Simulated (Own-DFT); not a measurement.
# Computed records: Hf31O64 (monoclinic hafnia with one vacancy, atoms displaced), Hf32O63 (monoclinic hafnia with one vacancy, atoms displaced)

A calculation, not a measurement: plane-wave PBE density functional theory by an unreviewed code, no spin, of a simulated periodic cell, stress positive in tension, free energy of the whole cell less one offset for each atom, defect cell not probed for a lower state with spin; hafnium file: forces about 75 meV/angstrom off all-electron values; oxygen file: force components 24 meV/angstrom off all-electron in one glass; forces on such cells passed a denser k mesh, this cell's mesh not checked; offsets are fitted by least squares, one for each functional and potential file, so energies compare only between cells with the same atoms and settings and are not formation energies; the far tail of each file's local potential was reset to the Coulomb form; each entry is a single point on an unrelaxed cell, so the pressure reflects the starting lattice, mostly measured values, from which strain is counted, and rises with the displacements; printed positions are rounded, which can move forces by about a meV/angstrom; the program is a retired in-house code; no spin-orbit coupling; before rounding, a Quantum ESPRESSO 7.3.1 run of the same cell and cutoff gave forces within 1 meV/angstrom rms on each cell, which checks the program and not the settings. Program: Own-DFT development build.

Common to all runs: functional PBE; potential files PseudoDojo norm-conserving, scalar-relativistic, standard set; wave cutoff 72 hartree; occupations Fermi-Dirac; smearing width 0.1 eV; k mesh 2 x 2 x 2 centred on Gamma.

(1) Hf31O64 (monoclinic hafnia with one vacancy, atoms displaced)

```
CELL_PARAMETERS angstrom
10.23400 0.00000 0.00000
0.00000 10.35000 0.00000
-1.69550 0.00000 10.44530
ATOMIC_POSITIONS crystal
Hf 0.13649 0.01984 0.10711
Hf 0.36342 0.26791 0.14464
Hf 0.36235 0.47845 0.39561
Hf 0.13955 0.22583 0.35395
O 0.03937 0.16712 0.17574
O 0.45965 0.41042 0.07650
O 0.45489 0.33591 0.32203
O 0.03811 0.08124 0.42009
O 0.22565 0.37794 0.24310
O 0.27380 0.12955 0.00702
O 0.28155 0.12145 0.25704
O 0.21841 0.36973 0.48569
Hf 0.13671 0.02332 0.60350
Hf 0.36038 0.26589 0.64556
Hf 0.36092 0.47497 0.89544
Hf 0.13704 0.23159 0.85177
O 0.03777 0.16694 0.67860
O 0.46433 0.41394 0.57175
O 0.45646 0.33319 0.82096
O 0.03276 0.08225 0.92607
O 0.22551 0.38074 0.73883
O 0.27451 0.12391 0.50790
O 0.27623 0.12585 0.75833
O 0.22658 0.36875 0.99157
Hf 0.13377 0.52166 0.10381
Hf 0.36183 0.77002 0.14622
Hf 0.35690 0.98226 0.39176
Hf 0.13604 0.72836 0.35781
O 0.04003 0.66002 0.17100
O 0.46393 0.91888 0.07566
O 0.46373 0.83698 0.32157
O 0.03955 0.58377 0.42204
O 0.22845 0.87610 0.24419
O 0.27711 0.63028 0.00744
O 0.27827 0.61726 0.25858
O 0.22270 0.86835 0.48645
Hf 0.13756 0.51690 0.60128
Hf 0.36730 0.77227 0.64477
Hf 0.36436 0.98304 0.89982
Hf 0.13757 0.73609 0.85226
O 0.03947 0.66805 0.67353
O 0.45816 0.92239 0.57995
O 0.46533 0.83451 0.82929
O 0.03639 0.58164 0.92392
O 0.22396 0.87924 0.74114
O 0.27421 0.62849 0.50949
O 0.27620 0.61727 0.76005
O 0.22454 0.86742 0.99098
Hf 0.64053 0.02500 0.10324
Hf 0.86159 0.27183 0.14625
Hf 0.85922 0.48043 0.39493
Hf 0.63831 0.22521 0.35541
O 0.53722 0.16514 0.17519
O 0.96007 0.41396 0.07834
O 0.95690 0.33152 0.32694
O 0.53836 0.08491 0.42571
O 0.72703 0.37800 0.24374
O 0.77898 0.13030 0.00753
O 0.77720 0.11625 0.25653
O 0.72913 0.36674 0.49439
Hf 0.63830 0.02221 0.60367
Hf 0.86290 0.27368 0.64665
Hf 0.63423 0.22769 0.85525
O 0.53885 0.16831 0.67376
O 0.96316 0.41976 0.57275
O 0.95942 0.33586 0.82814
O 0.53979 0.08167 0.92653
O 0.72385 0.38267 0.73309
O 0.77845 0.12338 0.51142
O 0.77364 0.12171 0.75800
O 0.72427 0.37306 0.98851
Hf 0.63975 0.51924 0.10393
Hf 0.86137 0.76633 0.14875
Hf 0.85959 0.98081 0.39557
Hf 0.64144 0.73014 0.35190
O 0.53897 0.65900 0.17433
O 0.96121 0.91947 0.07749
O 0.96044 0.83237 0.32790
O 0.53893 0.59053 0.42193
O 0.72193 0.87634 0.23920
O 0.77497 0.63175 0.01687
O 0.77453 0.62173 0.25960
O 0.72837 0.87674 0.48967
Hf 0.63544 0.51853 0.60776
Hf 0.86699 0.77614 0.64627
Hf 0.86159 0.98311 0.89972
Hf 0.63736 0.72638 0.85290
O 0.53700 0.66652 0.67425
O 0.95921 0.91382 0.57399
O 0.96194 0.83562 0.82833
O 0.53835 0.58660 0.92579
O 0.73110 0.88135 0.73951
O 0.77260 0.62886 0.50913
O 0.77875 0.62438 0.76058
O 0.72483 0.87435 0.99081
```

```
free energy of cell above offsets : -79.502 eV
pressure                          : 4.27 GPa
stress xx                         : -4.32 GPa
stress yy                         : -4.01 GPa
stress zz                         : -4.47 GPa
stress yz                         : 0.23 GPa
stress xz                         : -0.12 GPa
stress xy                         : -0.08 GPa
```

Force:
| element | x (eV/Å) | y (eV/Å) | z (eV/Å) |
| --- | --- | --- | --- |
| Hf | 0.009 | -0.278 | -0.73 |
| Hf | -0.972 | 0.605 | -0.09 |
| Hf | -0.211 | 0.82 | -0.427 |
| Hf | -0.191 | 1.327 | -0.499 |
| O | -0.223 | -0.113 | -0.247 |
| O | 1.437 | 0.839 | -0.344 |
| O | 2.14 | -1.071 | 0.738 |
| O | -0.456 | -0.207 | 0.433 |
| O | -0.698 | -0.199 | -0.617 |
| O | 0.046 | -0.495 | 0.129 |
| O | -0.551 | -0.412 | 0.472 |
| O | 0.329 | -0.267 | 0.595 |
| Hf | -0.11 | -1.037 | 0.169 |
| Hf | 0.244 | 0.898 | -0.474 |
| Hf | -0.311 | 1.357 | 0.192 |
| Hf | -0.902 | 0.661 | 1.143 |
| O | -0.251 | -0.42 | -1.097 |
| O | -0.275 | -0.309 | 0.473 |
| O | 1.29 | -0.629 | 0.536 |
| O | 0.868 | 0.695 | -0.196 |
| O | -0.502 | -0.654 | -0.207 |
| O | 0.112 | 0.476 | 0.184 |
| O | 0.245 | -0.631 | 0.021 |
| O | -0.356 | 0.011 | -0.525 |
| Hf | 0.464 | -1.501 | -1.145 |
| Hf | 0.476 | -0.475 | -0.054 |
| Hf | 0.917 | -1.196 | 0.438 |
| Hf | 0.832 | -0.021 | -0.658 |
| O | -1.506 | 1.868 | 0.84 |
| O | 0.104 | -0.096 | 0.323 |
| O | 0.516 | 0.105 | 0.663 |
| O | -1.184 | -0.629 | -0.285 |
| O | -0.778 | 0.547 | -0.793 |
| O | -0.259 | -0.362 | 0.247 |
| O | -0.076 | 0.607 | 0.207 |
| O | -0.076 | 0.565 | 0.484 |
| Hf | 0.206 | 0.957 | 0.876 |
| Hf | -1.163 | -0.49 | 0.44 |
| Hf | -0.371 | -0.921 | -0.366 |
| Hf | -0.109 | -1.702 | 0.071 |
| O | -0.218 | 0.124 | -0.423 |
| O | 0.715 | 0.211 | -0.267 |
| O | -0.125 | 0.166 | -0.32 |
| O | 0.928 | 0.584 | -0.141 |
| O | 0.086 | 0.595 | -0.457 |
| O | 0.417 | 0.101 | 0.264 |
| O | 0.216 | 0.448 | -0.039 |
| O | -0.031 | 0.941 | 0.31 |
| Hf | 0.383 | -1.634 | 0.396 |
| Hf | -0.094 | 0.642 | -1.28 |
| Hf | -0.047 | 0.161 | 0.37 |
| Hf | 0.115 | 1.016 | -0.117 |
| O | -0.126 | 0.191 | 0.032 |
| O | 0.835 | -0.16 | 0.919 |
| O | 1.376 | -0.42 | 0.452 |
| O | -0.823 | -0.166 | -0.421 |
| O | -0.783 | -0.02 | -0.257 |
| O | -0.392 | 0.109 | 0.372 |
| O | -0.286 | 0.521 | 0.469 |
| O | -0.697 | -0.014 | -1.003 |
| Hf | 0.459 | -0.734 | 0.538 |
| Hf | -0.558 | 0.782 | 1.111 |
| Hf | 1.896 | 1.99 | -0.088 |
| O | -0.836 | 0.153 | -0.214 |
| O | 0.313 | -0.435 | 0.423 |
| O | 1.223 | -0.894 | -0.293 |
| O | -0.582 | 0.428 | -0.634 |
| O | -0.808 | -1.176 | -0.131 |
| O | 0.142 | 0.784 | -0.227 |
| O | 0.031 | 0.211 | 0.297 |
| O | -1.231 | -1.008 | 0.656 |
| Hf | 1.18 | -0.362 | -1.105 |
| Hf | -0.096 | 0.252 | -1.352 |
| Hf | -0.056 | -0.521 | -0.497 |
| Hf | -0.431 | 0.346 | 0.475 |
| O | -1.325 | 1.072 | 0.007 |
| O | 0.604 | -0.352 | 0.829 |
| O | 0.729 | -0.353 | 0.242 |
| O | -1.216 | -1.088 | 0.2 |
| O | 0.056 | 0.413 | -0.209 |
| O | -0.631 | 0.698 | 0.202 |
| O | 0.602 | -0.281 | 0.48 |
| O | -0.963 | -0.712 | -0.271 |
| Hf | 1.547 | 0.585 | -0.134 |
| Hf | -1.424 | -2.224 | 0.479 |
| Hf | -0.581 | -0.57 | -0.717 |
| Hf | 1.824 | -0.224 | 1.233 |
| O | -0.476 | 0.124 | -0.255 |
| O | 2.299 | 1.691 | 0.117 |
| O | 0.923 | -0.145 | 0.142 |
| O | -1.237 | -0.863 | -0.213 |
| O | -0.891 | 0.178 | -0.232 |
| O | 0.54 | 0.184 | 0.17 |
| O | -0.925 | 0.639 | -0.659 |
| O | -0.258 | -0.21 | -0.153 |

(2) Hf32O63 (monoclinic hafnia with one vacancy, atoms displaced)

```
CELL_PARAMETERS angstrom
10.23400 0.00000 0.00000
0.00000 10.35000 0.00000
-1.69550 0.00000 10.44530
ATOMIC_POSITIONS crystal
Hf 0.13483 0.01797 0.10393
Hf 0.36399 0.26361 0.14654
Hf 0.36132 0.48228 0.39614
Hf 0.12774 0.23220 0.34920
O 0.04362 0.16342 0.17269
O 0.45517 0.40976 0.07788
O 0.46705 0.33593 0.32061
O 0.03327 0.07992 0.42476
O 0.27472 0.12978 0.00459
O 0.28252 0.12654 0.26359
O 0.23149 0.37884 0.49162
Hf 0.13904 0.01672 0.61257
Hf 0.35834 0.26822 0.64596
Hf 0.37740 0.48267 0.89745
Hf 0.14437 0.22757 0.84927
O 0.04452 0.16893 0.68224
O 0.46032 0.41256 0.57964
O 0.45915 0.33471 0.82306
O 0.04043 0.08465 0.93134
O 0.21939 0.38059 0.74347
O 0.27790 0.12422 0.51286
O 0.27822 0.11749 0.77173
O 0.21892 0.36715 0.99018
Hf 0.13959 0.53248 0.10053
Hf 0.36240 0.76986 0.14853
Hf 0.35496 0.97710 0.39086
Hf 0.13727 0.72402 0.35387
O 0.04072 0.66836 0.17723
O 0.46142 0.92025 0.08146
O 0.46804 0.83657 0.32423
O 0.03857 0.58883 0.42942
O 0.22949 0.87246 0.23078
O 0.27062 0.63170 0.00524
O 0.27714 0.62255 0.25742
O 0.21815 0.86972 0.49188
Hf 0.13645 0.52119 0.59825
Hf 0.37084 0.76650 0.64298
Hf 0.36438 0.97329 0.90440
Hf 0.14350 0.73027 0.83950
O 0.03954 0.65651 0.67185
O 0.45838 0.91233 0.57109
O 0.45855 0.83429 0.83093
O 0.03252 0.59436 0.92078
O 0.23269 0.88047 0.73966
O 0.27731 0.63560 0.50170
O 0.27652 0.62364 0.75387
O 0.22139 0.86431 0.99627
Hf 0.65322 0.01988 0.10629
Hf 0.86396 0.26354 0.15077
Hf 0.86124 0.47953 0.39148
Hf 0.64194 0.23276 0.35894
O 0.53292 0.17368 0.17601
O 0.96484 0.41271 0.08602
O 0.96131 0.33565 0.32485
O 0.53245 0.08702 0.41479
O 0.73150 0.36992 0.24330
O 0.77460 0.13033 0.01118
O 0.77355 0.11845 0.25960
O 0.71285 0.37076 0.49111
Hf 0.63923 0.02115 0.60531
Hf 0.86357 0.27444 0.63952
Hf 0.86611 0.48760 0.89371
Hf 0.64181 0.23753 0.85333
O 0.54142 0.17532 0.68283
O 0.95433 0.40630 0.57409
O 0.96500 0.33232 0.81983
O 0.54246 0.09073 0.92259
O 0.72473 0.37555 0.74772
O 0.78390 0.13127 0.50875
O 0.77822 0.12612 0.76173
O 0.72227 0.36624 0.98527
Hf 0.63951 0.52138 0.10025
Hf 0.86667 0.76414 0.14463
Hf 0.86203 0.97649 0.39498
Hf 0.64164 0.73584 0.35785
O 0.53260 0.67125 0.17904
O 0.96828 0.91630 0.07172
O 0.96558 0.83632 0.32352
O 0.53924 0.57847 0.41745
O 0.73301 0.88011 0.24397
O 0.76600 0.62599 0.01029
O 0.77713 0.62522 0.25704
O 0.72153 0.87634 0.48995
Hf 0.64920 0.52028 0.60134
Hf 0.87096 0.77701 0.65339
Hf 0.86317 0.97928 0.90094
Hf 0.63349 0.73741 0.85309
O 0.53907 0.66613 0.68532
O 0.96360 0.91566 0.57228
O 0.95721 0.83215 0.82299
O 0.53505 0.58892 0.92001
O 0.72744 0.87007 0.73608
O 0.77825 0.63359 0.50610
O 0.77053 0.62876 0.75628
O 0.72454 0.87787 0.99600
```

```
free energy of cell above offsets : -89.600 eV
pressure                          : 5.92 GPa
stress xx                         : -6.35 GPa
stress yy                         : -5.08 GPa
stress zz                         : -6.32 GPa
stress yz                         : -0.33 GPa
stress xz                         : -0.35 GPa
stress xy                         : 0.21 GPa
```

Force:
| element | x (eV/Å) | y (eV/Å) | z (eV/Å) |
| --- | --- | --- | --- |
| Hf | 2.579 | 0.207 | -0.622 |
| Hf | -1.554 | 0.553 | -0.283 |
| Hf | 1.172 | -1.335 | -0.695 |
| Hf | 2.385 | -0.715 | 1.425 |
| O | -1.684 | 1.095 | 0.782 |
| O | 2.639 | 2.659 | -0.968 |
| O | -0.508 | 0.888 | 1.234 |
| O | 0.517 | 0.849 | -0.298 |
| O | 0.067 | -0.913 | 1.164 |
| O | -1.118 | -0.727 | 0.183 |
| O | -1.652 | -1.084 | -0.858 |
| Hf | 0.797 | 1.039 | -1.303 |
| Hf | 0.516 | 0.331 | 0.242 |
| Hf | -3.637 | -1.762 | -0.143 |
| Hf | -0.37 | 1.446 | 2.859 |
| O | -1.016 | -1.075 | -2.469 |
| O | 1.518 | 1.199 | -0.123 |
| O | 0.611 | 0.185 | 0.646 |
| O | -1.446 | -0.571 | -1.09 |
| O | 0.387 | 0.315 | -1.185 |
| O | -0.664 | 0.239 | 0.266 |
| O | 0.729 | -0.245 | -1.605 |
| O | 0.001 | 1.027 | 0.476 |
| Hf | 1.04 | -3.105 | -0.474 |
| Hf | 0.369 | 0.147 | -1.135 |
| Hf | 0.638 | 0.73 | 0.293 |
| Hf | 1.045 | 2.127 | 0.393 |
| O | -1.306 | 0.187 | -0.585 |
| O | 1.17 | 0.197 | 0.094 |
| O | -0.076 | 0.17 | 0.925 |
| O | -1.761 | -1.159 | -0.92 |
| O | -1.319 | 1.045 | 1.884 |
| O | 0.762 | -0.138 | -0.279 |
| O | -0.221 | -0.618 | 0.12 |
| O | 0.055 | 0.006 | -0.749 |
| Hf | 1.787 | -1.646 | 1.389 |
| Hf | -1.403 | 0.302 | -0.112 |
| Hf | -0.096 | 2.608 | 0.619 |
| Hf | 0.37 | -0.038 | 2.628 |
| O | -1.738 | 1.402 | 0.154 |
| O | 1.673 | 0.984 | 0.49 |
| O | 1.679 | -1.101 | -0.435 |
| O | -0.606 | -0.195 | 0.082 |
| O | -1.022 | -0.664 | 0.062 |
| O | 0.059 | -0.617 | 0.794 |
| O | 0.432 | -0.382 | -0.017 |
| O | 0.152 | 0.403 | -1.647 |
| Hf | -3.692 | 1.311 | -0.177 |
| Hf | -0.018 | 1.031 | -2.148 |
| Hf | -0.798 | 0.559 | 0.229 |
| Hf | -2.151 | -1.043 | -1.573 |
| O | 2.265 | -1.79 | -0.485 |
| O | 0.105 | 1.082 | -0.967 |
| O | 0.851 | -0.158 | 0.879 |
| O | 0.144 | -0.727 | 1.582 |
| O | -0.585 | 1.703 | -0.506 |
| O | 1.308 | -0.302 | 0.409 |
| O | 0.747 | 0.114 | 0.193 |
| O | 1.076 | 0.912 | 0.185 |
| Hf | -0.828 | 1.112 | -0.402 |
| Hf | -1.519 | -2.96 | 3.158 |
| Hf | 0.212 | -2.411 | 0.103 |
| Hf | -0.871 | -1.773 | 0.364 |
| O | -0.359 | -1.584 | -2.475 |
| O | 2.843 | 3.462 | -1.835 |
| O | -0.655 | 1.387 | 0.82 |
| O | -1.012 | -1.51 | 0.612 |
| O | 0.726 | 2.075 | -1.962 |
| O | -0.714 | -0.394 | 0.179 |
| O | 0.205 | -1.568 | -0.017 |
| O | 0.263 | 2.079 | 1.833 |
| Hf | -1.589 | -0.951 | 1.398 |
| Hf | -0.403 | 1.236 | 0.586 |
| Hf | 0.043 | 0.688 | 0.126 |
| Hf | -1.028 | -0.735 | -0.831 |
| O | 1.76 | -1.613 | -0.989 |
| O | -1.181 | -1.273 | 0.755 |
| O | 0.655 | -0.763 | -0.16 |
| O | 0.514 | 0.777 | 0.934 |
| O | -0.395 | -0.632 | -0.634 |
| O | 1.292 | 0.83 | -0.305 |
| O | 0.215 | -0.876 | 0.111 |
| O | 0.074 | 0.041 | 0.346 |
| Hf | -2.329 | -0.172 | 0.401 |
| Hf | -1.253 | -1.356 | -2.233 |
| Hf | 0.447 | 1.776 | -1.079 |
| Hf | 0.643 | -0.125 | 0.331 |
| O | -0.248 | -0.618 | -1.732 |
| O | 0.449 | -0.171 | 0.955 |
| O | 1.822 | 0.22 | 1.06 |
| O | 0.546 | -0.044 | 1.032 |
| O | -1.258 | 1.784 | 0.41 |
| O | 0.337 | -0.443 | 0.446 |
| O | 0.98 | -1.277 | 0.615 |
| O | 0.415 | -1.164 | -0.753 |
